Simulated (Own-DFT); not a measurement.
WC (WC crystal, atoms displaced) (calculated)

Computed with Own-DFT development build. A calculation, not a measurement: plane-wave density functional theory by an unreviewed code, no spin, of a simulated periodic cell, stress positive in tension, run twice, with PBE and with PBEsol, both on files made for PBE, so the change isn't that of files made for PBEsol, forces on such cells moved up to 12 meV/angstrom on a denser k mesh; the far tail of each file's local potential was reset to the Coulomb form; each entry is a single point on an unrelaxed cell, so the pressure reflects the starting lattice, taken from the Materials Project, from which strain is counted, and rises with the displacements; printed positions are rounded, which can move forces by about a meV/angstrom; the program, named Own-DFT, is a retired in-house code; no spin-orbit coupling; stress was not checked against mesh or cutoff.

Common to all runs: functional PBE, then PBEsol; potential files PseudoDojo norm-conserving, scalar-relativistic, standard set; wave cutoff 50 hartree; occupations cold (Marzari-Vanderbilt); smearing width 0.2 eV; k mesh 4 x 4 x 4 centred on Gamma.

(1) 
```cif
# cell vector a (Å): 5.8332 -5.0517 -2.8394
# cell vector b (Å): 0.0000 -5.0517 8.5183
# cell vector c (Å): -5.8332 -5.0517 -2.8394
data_WC
_symmetry_space_group_name_H-M 'P 1'
_symmetry_Int_Tables_number 1
_cell_length_a 8.2224
_cell_length_b 9.9036
_cell_length_c 8.2224
_cell_angle_alpha 89.062
_cell_angle_beta 90.377
_cell_angle_gamma 89.062
_cell_volume 669.37
loop_
_atom_site_label
_atom_site_type_symbol
_atom_site_fract_x
_atom_site_fract_y
_atom_site_fract_z
_atom_site_occupancy
W1 W 0.69076 0.87689 0.93856 1
C1 C 0.69243 0.96070 0.68751 1
W2 W 0.37387 0.75336 0.87111 1
C2 C 0.37268 0.83252 0.62504 1
W3 W 0.18460 0.37593 0.93657 1
C3 C 0.18918 0.45837 0.68758 1
W4 W 0.06548 0.62636 0.81050 1
C4 C 0.06287 0.70888 0.56238 1
W5 W 0.93569 0.87330 0.68880 1
C5 C 0.93814 0.95618 0.43677 1
W6 W 0.87472 0.24822 0.87323 1
C6 C 0.87465 0.33730 0.62175 1
W7 W 0.74792 0.50122 0.75033 1
C7 C 0.74860 0.58416 0.49618 1
W8 W 0.62741 0.74967 0.62491 1
C8 C 0.62485 0.83106 0.37660 1
W9 W 0.56230 0.12344 0.81768 1
C9 C 0.56330 0.20986 0.56015 1
W10 W 0.43757 0.37731 0.68758 1
C10 C 0.43639 0.45867 0.44006 1
W11 W 0.31085 0.62669 0.56037 1
C11 C 0.31168 0.71021 0.31175 1
W12 W 0.19013 0.87177 0.43499 1
C12 C 0.18873 0.95531 0.18477 1
W13 W 0.25009 0.00069 0.74585 1
C13 C 0.24805 0.08219 0.50471 1
W14 W 0.12822 0.24986 0.62246 1
C14 C 0.12526 0.33174 0.37553 1
W15 W 0.99915 0.50026 0.49503 1
C15 C 0.99792 0.58224 0.24719 1
W16 W 0.87426 0.75097 0.37344 1
C16 C 0.87693 0.83467 0.12745 1
W17 W 0.81280 0.12272 0.56254 1
C17 C 0.81629 0.20792 0.31294 1
W18 W 0.68979 0.37415 0.43715 1
C18 C 0.69076 0.45918 0.18733 1
W19 W 0.55704 0.62656 0.31758 1
C19 C 0.56553 0.71175 0.06256 1
W20 W 0.43639 0.87326 0.18903 1
C20 C 0.43696 0.95923 0.93708 1
W21 W 0.50254 0.00168 0.49855 1
C21 C 0.49908 0.08515 0.25078 1
W22 W 0.37539 0.25257 0.37774 1
C22 C 0.37859 0.33405 0.12707 1
W23 W 0.24904 0.50277 0.25302 1
C23 C 0.25136 0.58211 0.00205 1
W24 W 0.12229 0.75100 0.12803 1
C24 C 0.12208 0.83177 0.87589 1
W25 W 0.06062 0.12717 0.31168 1
C25 C 0.06139 0.20744 0.06235 1
W26 W 0.93730 0.37558 0.18713 1
C26 C 0.93997 0.45694 0.93951 1
W27 W 0.81342 0.62468 0.05983 1
C27 C 0.81664 0.70930 0.81213 1
W28 W 0.74872 0.99934 0.25131 1
C28 C 0.74890 0.08422 0.00499 1
W29 W 0.62705 0.24943 0.12358 1
C29 C 0.62501 0.33320 0.87657 1
W30 W 0.50319 0.49915 0.00120 1
C30 C 0.49670 0.58312 0.75033 1
W31 W 0.31234 0.12334 0.06334 1
C31 C 0.30846 0.20798 0.81366 1
W32 W 0.00151 0.99794 0.99993 1
C32 C 0.99853 0.08627 0.75425 1
_calc_PBE_pressure 3.22  # GPa
_calc_PBE_stress_xx -3.05  # GPa
_calc_PBE_stress_yy -2.58  # GPa
_calc_PBE_stress_zz -4.03  # GPa
_calc_PBE_stress_yz 0.06  # GPa
_calc_PBE_stress_xz -0.02  # GPa
_calc_PBE_stress_xy -0.12  # GPa
_calc_PBEsol_pressure -4.83  # GPa
_calc_PBEsol_stress_xx 4.84  # GPa
_calc_PBEsol_stress_yy 5.28  # GPa
_calc_PBEsol_stress_zz 4.36  # GPa
_calc_PBEsol_stress_yz 0.06  # GPa
_calc_PBEsol_stress_xz -0.02  # GPa
_calc_PBEsol_stress_xy -0.11  # GPa
_calc_rms_change_of_force_components_from_PBE_to_PBEsol 0.009  # eV/angstrom
```

Force:
| force element | PBE force x (eV/Å) | PBE force y (eV/Å) | PBE force z (eV/Å) | PBEsol force x (eV/Å) | PBEsol force y (eV/Å) | PBEsol force z (eV/Å) |
| --- | --- | --- | --- | --- | --- | --- |
| W | -0.419 | 0.613 | -0.17 | -0.41 | 0.601 | -0.167 |
| C | -0.614 | 0.564 | -0.155 | -0.603 | 0.556 | -0.154 |
| W | -0.545 | -0.393 | -1.465 | -0.537 | -0.382 | -1.445 |
| C | 0.614 | -0.349 | 0.186 | 0.604 | -0.341 | 0.184 |
| W | 0.339 | -0.69 | -0.816 | 0.335 | -0.677 | -0.803 |
| C | -0.029 | 0.261 | 0.251 | -0.026 | 0.255 | 0.245 |
| W | -0.715 | 0.291 | -0.553 | -0.708 | 0.285 | -0.539 |
| C | 0.041 | 0.345 | 0.039 | 0.042 | 0.34 | 0.038 |
| W | 0.822 | -0.565 | 0.522 | 0.804 | -0.557 | 0.513 |
| C | -0.052 | -0.242 | 0.247 | -0.054 | -0.232 | 0.247 |
| W | -0.215 | -0.596 | 0.548 | -0.218 | -0.594 | 0.537 |
| C | -0.152 | 0.011 | -0.748 | -0.148 | 0.015 | -0.735 |
| W | 0.64 | -0.142 | -0.435 | 0.628 | -0.138 | -0.429 |
| C | -0.28 | -0.301 | -0.323 | -0.279 | -0.296 | -0.318 |
| W | -0.55 | 0.1 | 0.396 | -0.534 | 0.105 | 0.391 |
| C | -0.018 | -0.17 | 0.442 | -0.019 | -0.167 | 0.434 |
| W | 0.856 | 0.449 | 1.192 | 0.846 | 0.435 | 1.171 |
| C | -0.376 | -0.255 | -0.416 | -0.368 | -0.246 | -0.409 |
| W | -0.231 | 0.214 | -0.828 | -0.227 | 0.217 | -0.809 |
| C | 0.238 | -0.048 | 0.084 | 0.231 | -0.047 | 0.084 |
| W | -0.409 | -0.378 | -0.841 | -0.4 | -0.373 | -0.828 |
| C | -0.116 | 0.155 | -0.315 | -0.118 | 0.15 | -0.311 |
| W | -1.101 | -0.533 | 1.423 | -1.085 | -0.523 | 1.396 |
| C | -0.423 | -0.43 | 0.427 | -0.416 | -0.419 | 0.42 |
| W | -0.972 | -0.423 | -0.46 | -0.961 | -0.424 | -0.457 |
| C | 1.007 | 0.331 | 0.344 | 0.993 | 0.32 | 0.34 |
| W | -1.25 | 0.048 | 0.418 | -1.232 | 0.046 | 0.409 |
| C | 0.138 | -0.138 | 0.474 | 0.134 | -0.137 | 0.469 |
| W | -0.682 | -0.745 | -0.391 | -0.67 | -0.731 | -0.388 |
| C | -0.083 | -0.393 | 0.144 | -0.082 | -0.389 | 0.141 |
| W | -0.187 | -0.004 | -0.527 | -0.182 | -0.006 | -0.519 |
| C | -0.049 | 0.53 | 0.067 | -0.047 | 0.523 | 0.065 |
| W | 0.161 | -0.586 | 0.704 | 0.16 | -0.574 | 0.697 |
| C | -0.366 | 0.367 | 0.207 | -0.36 | 0.363 | 0.203 |
| W | -0.291 | 0.097 | 0.608 | -0.287 | 0.09 | 0.603 |
| C | -0.384 | 0.221 | 0.118 | -0.374 | 0.221 | 0.114 |
| W | 1.981 | 0.252 | -0.543 | 1.953 | 0.242 | -0.531 |
| C | -0.255 | 0.517 | -0.272 | -0.253 | 0.509 | -0.267 |
| W | 0.772 | -0.283 | 0.666 | 0.755 | -0.282 | 0.657 |
| C | -0.015 | 0.021 | -0.267 | -0.015 | 0.02 | -0.261 |
| W | -0.767 | 0.168 | -0.32 | -0.754 | 0.166 | -0.315 |
| C | 0.037 | 0.081 | -0.268 | 0.038 | 0.078 | -0.266 |
| W | 0.489 | 0.727 | -0.34 | 0.479 | 0.714 | -0.338 |
| C | -0.232 | 0.424 | 0.252 | -0.228 | 0.417 | 0.248 |
| W | 0.83 | 0.884 | -0.573 | 0.815 | 0.868 | -0.565 |
| C | 0.176 | -0.041 | 0.451 | 0.172 | -0.036 | 0.445 |
| W | 1.213 | 0.571 | -0.431 | 1.193 | 0.558 | -0.422 |
| C | 0.475 | -0.3 | 0.158 | 0.47 | -0.293 | 0.155 |
| W | 0.356 | 0.017 | -1.357 | 0.347 | 0.016 | -1.335 |
| C | 0.134 | -0.084 | 0.015 | 0.131 | -0.08 | 0.015 |
| W | 0.22 | 0.102 | -0.274 | 0.212 | 0.097 | -0.27 |
| C | 0.11 | 0.477 | 0.604 | 0.106 | 0.469 | 0.595 |
| W | -0.478 | -0.349 | 0.108 | -0.469 | -0.349 | 0.104 |
| C | -0.342 | 0.385 | -0.062 | -0.335 | 0.379 | -0.061 |
| W | 0.262 | -0.256 | 0.112 | 0.261 | -0.257 | 0.109 |
| C | 0.608 | 0.234 | -0.162 | 0.601 | 0.235 | -0.158 |
| W | -0.758 | -0.383 | 0.153 | -0.745 | -0.377 | 0.151 |
| C | 0.218 | 0.178 | 0.08 | 0.213 | 0.173 | 0.079 |
| W | -0.523 | 0.081 | 0.913 | -0.507 | 0.081 | 0.898 |
| C | 0.294 | -0.411 | 0.115 | 0.295 | -0.404 | 0.111 |
| W | -0.041 | -0.204 | 0.667 | -0.037 | -0.197 | 0.657 |
| C | 0.486 | -0.403 | -0.124 | 0.479 | -0.393 | -0.123 |
| W | -0.309 | -0.232 | 0.749 | -0.309 | -0.228 | 0.739 |
| C | 0.711 | 0.614 | -0.45 | 0.702 | 0.607 | -0.444 |

(2) 
```cif
# cell vector a (Å): 5.8332 -5.0517 -2.8394
# cell vector b (Å): 0.0000 -5.0517 8.5183
# cell vector c (Å): -5.8332 -5.0517 -2.8394
data_WC
_symmetry_space_group_name_H-M 'P 1'
_symmetry_Int_Tables_number 1
_cell_length_a 8.2224
_cell_length_b 9.9036
_cell_length_c 8.2224
_cell_angle_alpha 89.062
_cell_angle_beta 90.377
_cell_angle_gamma 89.062
_cell_volume 669.37
loop_
_atom_site_label
_atom_site_type_symbol
_atom_site_fract_x
_atom_site_fract_y
_atom_site_fract_z
_atom_site_occupancy
W1 W 0.68598 0.87493 0.94095 1
C1 C 0.68574 0.96095 0.68665 1
W2 W 0.37631 0.74987 0.87461 1
C2 C 0.37946 0.83471 0.62526 1
W3 W 0.18909 0.37190 0.94051 1
C3 C 0.18597 0.45934 0.69081 1
W4 W 0.06381 0.62383 0.81052 1
C4 C 0.05860 0.71009 0.55878 1
W5 W 0.93407 0.87339 0.68800 1
C5 C 0.93857 0.95962 0.43902 1
W6 W 0.87608 0.24744 0.87545 1
C6 C 0.87388 0.33052 0.62880 1
W7 W 0.74323 0.50063 0.74985 1
C7 C 0.74598 0.58244 0.49822 1
W8 W 0.62653 0.74928 0.62497 1
C8 C 0.62539 0.83456 0.37557 1
W9 W 0.56297 0.12553 0.81545 1
C9 C 0.56113 0.20490 0.56285 1
W10 W 0.44104 0.37432 0.68778 1
C10 C 0.43238 0.45961 0.43746 1
W11 W 0.30622 0.62267 0.56298 1
C11 C 0.31029 0.70940 0.31564 1
W12 W 0.18911 0.87158 0.43613 1
C12 C 0.18577 0.95736 0.18648 1
W13 W 0.25030 0.99328 0.74919 1
C13 C 0.24856 0.08314 0.50307 1
W14 W 0.12811 0.25112 0.62328 1
C14 C 0.13112 0.33138 0.37425 1
W15 W 0.99853 0.50120 0.50021 1
C15 C 0.00114 0.58306 0.24693 1
W16 W 0.87480 0.75049 0.37176 1
C16 C 0.87779 0.83505 0.12114 1
W17 W 0.81081 0.12176 0.56011 1
C17 C 0.81083 0.20850 0.31650 1
W18 W 0.69276 0.37939 0.43908 1
C18 C 0.68682 0.45671 0.18737 1
W19 W 0.56152 0.62858 0.30940 1
C19 C 0.56442 0.70830 0.06594 1
W20 W 0.43362 0.87604 0.18876 1
C20 C 0.43826 0.95871 0.93900 1
W21 W 0.50148 0.99596 0.49637 1
C21 C 0.49858 0.08228 0.24548 1
W22 W 0.37743 0.24479 0.37586 1
C22 C 0.37484 0.33658 0.12218 1
W23 W 0.25159 0.50079 0.24966 1
C23 C 0.24722 0.58497 0.00360 1
W24 W 0.12581 0.74774 0.12205 1
C24 C 0.12383 0.83292 0.87685 1
W25 W 0.05910 0.12661 0.31072 1
C25 C 0.06158 0.20761 0.06541 1
W26 W 0.94041 0.37499 0.18460 1
C26 C 0.93469 0.45709 0.93644 1
W27 W 0.81541 0.62313 0.06284 1
C27 C 0.80888 0.70953 0.81224 1
W28 W 0.75128 0.00138 0.25058 1
C28 C 0.75362 0.08116 0.99565 1
W29 W 0.62596 0.24733 0.12600 1
C29 C 0.62554 0.33460 0.87182 1
W30 W 0.50220 0.50039 0.00499 1
C30 C 0.49669 0.58374 0.74940 1
W31 W 0.31519 0.12640 0.06562 1
C31 C 0.30862 0.20676 0.81263 1
W32 W 0.99990 0.99664 0.99659 1
C32 C 0.99716 0.08165 0.74944 1
_calc_PBE_pressure 3.32  # GPa
_calc_PBE_stress_xx -2.94  # GPa
_calc_PBE_stress_yy -2.89  # GPa
_calc_PBE_stress_zz -4.13  # GPa
_calc_PBE_stress_yz 0.06  # GPa
_calc_PBE_stress_xz -0.01  # GPa
_calc_PBE_stress_xy -0.32  # GPa
_calc_PBEsol_pressure -4.73  # GPa
_calc_PBEsol_stress_xx 4.94  # GPa
_calc_PBEsol_stress_yy 4.97  # GPa
_calc_PBEsol_stress_zz 4.26  # GPa
_calc_PBEsol_stress_yz 0.06  # GPa
_calc_PBEsol_stress_xz -0.01  # GPa
_calc_PBEsol_stress_xy -0.31  # GPa
_calc_rms_change_of_force_components_from_PBE_to_PBEsol 0.008  # eV/angstrom
```

Force:
| force element | PBE force x (eV/Å) | PBE force y (eV/Å) | PBE force z (eV/Å) | PBEsol force x (eV/Å) | PBEsol force y (eV/Å) | PBEsol force z (eV/Å) |
| --- | --- | --- | --- | --- | --- | --- |
| W | 0.718 | 0.406 | 0.015 | 0.718 | 0.398 | 0.016 |
| C | -0.111 | 0.113 | -0.66 | -0.105 | 0.113 | -0.651 |
| W | -0.297 | 0.029 | -0.387 | -0.297 | 0.028 | -0.375 |
| C | -0.266 | 0.742 | -0.38 | -0.264 | 0.732 | -0.373 |
| W | 0.21 | 0.37 | 1.272 | 0.201 | 0.366 | 1.254 |
| C | 0.368 | 0.288 | -0.309 | 0.366 | 0.287 | -0.301 |
| W | -0.965 | 0.093 | 0.169 | -0.952 | 0.087 | 0.168 |
| C | -0.142 | -0.153 | -0.561 | -0.137 | -0.148 | -0.557 |
| W | 0.545 | -0.259 | 0.116 | 0.538 | -0.259 | 0.117 |
| C | 0.222 | 0.502 | -0.205 | 0.216 | 0.5 | -0.199 |
| W | 0.105 | -0.003 | 0.637 | 0.098 | -0.003 | 0.627 |
| C | 0.508 | -0.024 | 0.468 | 0.502 | -0.022 | 0.465 |
| W | 1.026 | -0.897 | -0.863 | 1.014 | -0.879 | -0.854 |
| C | 0.277 | -0.602 | 0.287 | 0.274 | -0.594 | 0.283 |
| W | -0.383 | 0.314 | 0.386 | -0.377 | 0.306 | 0.383 |
| C | 0.304 | 0.223 | -0.169 | 0.298 | 0.22 | -0.166 |
| W | 0.301 | 0.844 | 0.12 | 0.3 | 0.827 | 0.113 |
| C | 0.247 | -0.395 | 0.25 | 0.242 | -0.39 | 0.246 |
| W | -0.677 | 0.85 | 0.411 | -0.667 | 0.837 | 0.405 |
| C | 0.574 | -0.371 | -0.565 | 0.564 | -0.367 | -0.555 |
| W | 0.916 | -1.095 | -0.023 | 0.904 | -1.077 | -0.02 |
| C | 0.521 | 0.333 | -0.189 | 0.515 | 0.331 | -0.185 |
| W | -0.782 | -0.398 | 1.28 | -0.77 | -0.393 | 1.259 |
| C | -0.021 | -0.186 | 0.108 | -0.017 | -0.184 | 0.104 |
| W | -0.246 | -0.99 | 1.718 | -0.244 | -0.978 | 1.695 |
| C | 0.504 | 0.422 | -0.194 | 0.501 | 0.416 | -0.189 |
| W | -0.99 | 0.384 | -0.507 | -0.978 | 0.378 | -0.505 |
| C | -0.479 | 0.19 | 0.534 | -0.473 | 0.19 | 0.525 |
| W | 0.271 | 0.285 | -0.602 | 0.272 | 0.276 | -0.594 |
| C | -0.293 | -0.155 | -0.157 | -0.287 | -0.151 | -0.152 |
| W | -0.252 | -0.16 | -0.11 | -0.252 | -0.16 | -0.112 |
| C | -0.607 | 0.155 | -0.408 | -0.599 | 0.154 | -0.401 |
| W | -0.423 | -1.11 | 0.494 | -0.416 | -1.093 | 0.483 |
| C | 0.585 | 0.103 | 0.321 | 0.582 | 0.105 | 0.313 |
| W | -0.82 | 1.912 | -0.656 | -0.811 | 1.887 | -0.652 |
| C | 0.141 | -0.415 | 0.006 | 0.142 | -0.41 | 0.009 |
| W | -0.724 | -0.15 | -1.354 | -0.71 | -0.146 | -1.342 |
| C | 0.137 | 0.313 | 0.444 | 0.133 | 0.309 | 0.438 |
| W | 0.853 | -0.021 | -0.517 | 0.842 | -0.026 | -0.515 |
| C | -0.057 | 0.17 | 0.069 | -0.056 | 0.168 | 0.068 |
| W | -0.958 | -0.821 | 0.809 | -0.943 | -0.812 | 0.798 |
| C | -0.202 | -0.63 | -0.401 | -0.201 | -0.622 | -0.394 |
| W | -0.137 | -0.514 | 1.448 | -0.141 | -0.5 | 1.434 |
| C | -0.243 | -0.293 | -0.971 | -0.239 | -0.285 | -0.959 |
| W | -0.432 | 0.22 | -0.42 | -0.423 | 0.219 | -0.409 |
| C | 0.885 | 0.263 | -0.394 | 0.871 | 0.259 | -0.388 |
| W | -0.635 | -0.553 | 0.406 | -0.63 | -0.546 | 0.402 |
| C | 0.554 | 0.472 | -0.17 | 0.548 | 0.466 | -0.166 |
| W | 0.265 | -0.579 | -1.354 | 0.261 | -0.573 | -1.337 |
| C | 0.501 | 0.235 | 0.031 | 0.494 | 0.228 | 0.035 |
| W | -1.018 | -0.05 | -0.18 | -1.004 | -0.048 | -0.179 |
| C | 0.312 | -0.212 | -0.06 | 0.305 | -0.214 | -0.061 |
| W | -0.181 | 0.354 | 0.781 | -0.183 | 0.348 | 0.772 |
| C | 0.123 | -0.136 | -0.492 | 0.122 | -0.133 | -0.484 |
| W | 0.241 | 0.576 | -0.348 | 0.235 | 0.565 | -0.344 |
| C | -0.782 | -0.263 | 0.137 | -0.773 | -0.257 | 0.136 |
| W | 0.266 | -0.3 | 0.828 | 0.262 | -0.289 | 0.818 |
| C | -0.501 | -0.212 | -0.569 | -0.494 | -0.206 | -0.56 |
| W | 0.483 | 1.044 | 0.581 | 0.477 | 1.03 | 0.573 |
| C | -0.049 | -0.159 | -0.136 | -0.045 | -0.158 | -0.136 |
| W | 0.034 | 1.442 | 0.128 | 0.037 | 1.418 | 0.122 |
| C | 0.437 | -0.371 | -0.304 | 0.433 | -0.371 | -0.298 |
| W | -0.24 | -1.006 | 0.447 | -0.242 | -0.988 | 0.441 |
| C | 0.473 | -0.169 | -0.087 | 0.464 | -0.162 | -0.089 |

(3) 
```cif
# cell vector a (Å): 5.8332 -5.0517 -2.8394
# cell vector b (Å): 0.0000 -5.0517 8.5183
# cell vector c (Å): -5.8332 -5.0517 -2.8394
data_WC
_symmetry_space_group_name_H-M 'P 1'
_symmetry_Int_Tables_number 1
_cell_length_a 8.2224
_cell_length_b 9.9036
_cell_length_c 8.2224
_cell_angle_alpha 89.062
_cell_angle_beta 90.377
_cell_angle_gamma 89.062
_cell_volume 669.37
loop_
_atom_site_label
_atom_site_type_symbol
_atom_site_fract_x
_atom_site_fract_y
_atom_site_fract_z
_atom_site_occupancy
W1 W 0.68876 0.87343 0.93966 1
C1 C 0.68935 0.95662 0.68554 1
W2 W 0.37708 0.74784 0.87344 1
C2 C 0.37631 0.83257 0.62432 1
W3 W 0.18762 0.37162 0.93380 1
C3 C 0.18741 0.46088 0.68783 1
W4 W 0.06204 0.62569 0.81344 1
C4 C 0.06016 0.70625 0.56308 1
W5 W 0.93609 0.87553 0.68821 1
C5 C 0.93871 0.95468 0.43701 1
W6 W 0.87620 0.24875 0.87372 1
C6 C 0.87448 0.33286 0.62402 1
W7 W 0.75422 0.49914 0.74834 1
C7 C 0.75186 0.58278 0.50302 1
W8 W 0.62290 0.74754 0.62319 1
C8 C 0.62410 0.83355 0.37259 1
W9 W 0.55998 0.12698 0.81069 1
C9 C 0.55820 0.20629 0.56247 1
W10 W 0.43802 0.37692 0.68804 1
C10 C 0.43746 0.46068 0.43744 1
W11 W 0.30956 0.62623 0.56122 1
C11 C 0.31414 0.70799 0.31309 1
W12 W 0.18828 0.87383 0.44226 1
C12 C 0.19167 0.95891 0.18742 1
W13 W 0.25229 0.00352 0.74737 1
C13 C 0.25060 0.08359 0.50004 1
W14 W 0.12511 0.24933 0.62444 1
C14 C 0.12509 0.32891 0.37370 1
W15 W 0.99908 0.49721 0.49856 1
C15 C 0.00081 0.58273 0.25371 1
W16 W 0.87175 0.74813 0.37643 1
C16 C 0.87263 0.83315 0.12589 1
W17 W 0.81383 0.12669 0.56165 1
C17 C 0.81009 0.20897 0.31380 1
W18 W 0.68542 0.37372 0.43802 1
C18 C 0.69186 0.45516 0.18683 1
W19 W 0.56300 0.62153 0.31264 1
C19 C 0.56209 0.70875 0.06307 1
W20 W 0.44265 0.87254 0.18682 1
C20 C 0.43475 0.96036 0.93643 1
W21 W 0.49487 0.99820 0.50002 1
C21 C 0.50189 0.08023 0.24887 1
W22 W 0.37578 0.24991 0.37687 1
C22 C 0.38111 0.33336 0.12556 1
W23 W 0.25043 0.50296 0.24829 1
C23 C 0.25250 0.58392 0.00257 1
W24 W 0.12340 0.75076 0.12651 1
C24 C 0.12626 0.83399 0.87415 1
W25 W 0.05928 0.12757 0.31288 1
C25 C 0.06202 0.21052 0.06032 1
W26 W 0.93947 0.37338 0.18167 1
C26 C 0.93883 0.45483 0.93794 1
W27 W 0.81095 0.62598 0.05807 1
C27 C 0.81576 0.70847 0.81011 1
W28 W 0.74932 0.00127 0.25054 1
C28 C 0.74824 0.08585 0.99569 1
W29 W 0.62276 0.24866 0.12941 1
C29 C 0.62984 0.33091 0.87677 1
W30 W 0.50227 0.49701 0.00163 1
C30 C 0.50362 0.58082 0.75169 1
W31 W 0.31755 0.12413 0.06649 1
C31 C 0.30938 0.20978 0.81682 1
W32 W 0.00042 0.00151 0.00237 1
C32 C 0.00528 0.08746 0.75634 1
_calc_PBE_pressure 3.22  # GPa
_calc_PBE_stress_xx -3.1  # GPa
_calc_PBE_stress_yy -2.52  # GPa
_calc_PBE_stress_zz -4.04  # GPa
_calc_PBE_stress_yz 0.04  # GPa
_calc_PBE_stress_xz 0.04  # GPa
_calc_PBE_stress_xy 0.11  # GPa
_calc_PBEsol_pressure -4.83  # GPa
_calc_PBEsol_stress_xx 4.79  # GPa
_calc_PBEsol_stress_yy 5.34  # GPa
_calc_PBEsol_stress_zz 4.35  # GPa
_calc_PBEsol_stress_yz 0.03  # GPa
_calc_PBEsol_stress_xz 0.04  # GPa
_calc_PBEsol_stress_xy 0.1  # GPa
_calc_rms_change_of_force_components_from_PBE_to_PBEsol 0.008  # eV/angstrom
```

Force:
| force element | PBE force x (eV/Å) | PBE force y (eV/Å) | PBE force z (eV/Å) | PBEsol force x (eV/Å) | PBEsol force y (eV/Å) | PBEsol force z (eV/Å) |
| --- | --- | --- | --- | --- | --- | --- |
| W | 0.427 | 0.426 | 1.223 | 0.418 | 0.421 | 1.199 |
| C | -0.426 | -0.022 | 0.321 | -0.419 | -0.02 | 0.316 |
| W | -0.61 | -0.31 | 0.544 | -0.601 | -0.309 | 0.536 |
| C | -0.306 | 0.036 | -0.037 | -0.3 | 0.04 | -0.035 |
| W | -0.454 | -1.519 | 0.673 | -0.452 | -1.496 | 0.665 |
| C | 0.081 | 0.373 | -0.352 | 0.079 | 0.369 | -0.349 |
| W | 0.341 | -0.136 | -0.399 | 0.338 | -0.127 | -0.39 |
| C | 0.009 | -0.172 | 0.198 | 0.009 | -0.17 | 0.195 |
| W | 0.396 | -0.315 | -0.029 | 0.393 | -0.303 | -0.038 |
| C | -0.327 | -0.324 | 0.552 | -0.328 | -0.32 | 0.546 |
| W | -0.33 | -0.047 | 0.304 | -0.32 | -0.056 | 0.299 |
| C | 0.099 | -0.001 | -0.1 | 0.099 | 0 | -0.098 |
| W | -0.907 | 0.199 | 0.036 | -0.896 | 0.197 | 0.038 |
| C | 0.131 | 0.585 | 0.093 | 0.128 | 0.578 | 0.092 |
| W | 0.158 | -0.898 | 0.141 | 0.16 | -0.889 | 0.138 |
| C | -0.223 | -0.157 | -0.465 | -0.22 | -0.152 | -0.46 |
| W | 0.247 | -0.245 | -1.015 | 0.24 | -0.242 | -1.002 |
| C | 0.274 | -0.486 | 0.051 | 0.27 | -0.48 | 0.053 |
| W | -0.064 | 0.274 | -0.38 | -0.063 | 0.274 | -0.379 |
| C | -0.181 | 0.261 | -0.347 | -0.176 | 0.256 | -0.343 |
| W | 0.173 | -0.392 | -0.9 | 0.175 | -0.392 | -0.888 |
| C | -0.051 | 0.1 | 0.24 | -0.052 | 0.101 | 0.234 |
| W | 0.636 | 0.985 | 0.958 | 0.63 | 0.966 | 0.939 |
| C | -0.514 | 0.145 | -0.08 | -0.505 | 0.146 | -0.078 |
| W | -1.189 | 0.188 | -1.165 | -1.168 | 0.184 | -1.147 |
| C | -0.147 | 0.283 | 0.174 | -0.146 | 0.275 | 0.17 |
| W | 0.023 | -0.327 | 0.369 | 0.016 | -0.323 | 0.36 |
| C | 0.083 | -0.463 | 0.776 | 0.078 | -0.453 | 0.763 |
| W | 0.133 | -0.491 | 0.206 | 0.124 | -0.491 | 0.21 |
| C | 0.349 | 0.559 | 0.373 | 0.348 | 0.55 | 0.367 |
| W | 0.72 | -0.315 | 0.196 | 0.709 | -0.314 | 0.192 |
| C | 0.21 | -0.227 | -0.096 | 0.207 | -0.219 | -0.095 |
| W | -0.548 | 0.52 | -0.754 | -0.537 | 0.511 | -0.739 |
| C | 0.259 | 0 | -0.123 | 0.254 | 0 | -0.124 |
| W | 0.325 | -0.363 | 0.077 | 0.32 | -0.357 | 0.075 |
| C | -0.307 | 0.024 | 0.477 | -0.306 | 0.031 | 0.471 |
| W | 0.246 | -0.352 | 0.614 | 0.24 | -0.35 | 0.614 |
| C | 0.274 | 0.231 | -0.412 | 0.274 | 0.226 | -0.407 |
| W | -0.945 | 0.571 | 0.884 | -0.933 | 0.555 | 0.878 |
| C | 0.444 | -0.182 | -0.614 | 0.438 | -0.182 | -0.605 |
| W | 1.095 | -0.998 | -0.279 | 1.076 | -0.984 | -0.272 |
| C | -0.481 | -0.256 | 0.148 | -0.473 | -0.252 | 0.147 |
| W | 0.088 | 0.429 | 0.386 | 0.094 | 0.425 | 0.375 |
| C | -0.74 | 0.484 | 0.272 | -0.727 | 0.476 | 0.265 |
| W | -0.28 | 0.342 | -1.201 | -0.277 | 0.328 | -1.185 |
| C | 0.127 | 0.463 | 0.161 | 0.124 | 0.454 | 0.16 |
| W | 0.464 | -0.181 | -0.043 | 0.463 | -0.177 | -0.049 |
| C | -0.136 | -0.122 | 0.005 | -0.137 | -0.117 | 0.003 |
| W | 0.737 | 0.22 | -1.34 | 0.726 | 0.213 | -1.318 |
| C | 0.002 | -0.082 | -0.802 | 0.002 | -0.077 | -0.788 |
| W | -1.246 | -0.931 | 0.155 | -1.233 | -0.919 | 0.147 |
| C | 0.293 | -0.049 | 0.653 | 0.29 | -0.044 | 0.643 |
| W | -0.359 | -0.714 | -1.237 | -0.354 | -0.705 | -1.219 |
| C | -0.463 | 0.231 | 0.094 | -0.457 | 0.227 | 0.091 |
| W | 0.306 | 0.118 | -0.568 | 0.3 | 0.123 | -0.56 |
| C | -0.332 | -0.175 | -0.761 | -0.329 | -0.174 | -0.752 |
| W | 1.453 | -0.007 | 0.167 | 1.432 | -0.005 | 0.168 |
| C | -0.29 | 0.345 | 0.666 | -0.289 | 0.343 | 0.658 |
| W | 0.251 | -0.029 | 0.72 | 0.246 | -0.033 | 0.712 |
| C | -0.093 | 0.189 | 0.415 | -0.091 | 0.189 | 0.411 |
| W | -0.329 | 1.1 | 0.884 | -0.317 | 1.088 | 0.876 |
| C | 0.888 | 0.073 | -0.232 | 0.879 | 0.076 | -0.229 |
| W | 0.31 | 0.273 | -0.29 | 0.307 | 0.272 | -0.281 |
| C | 0.227 | 1.258 | -0.183 | 0.225 | 1.239 | -0.178 |
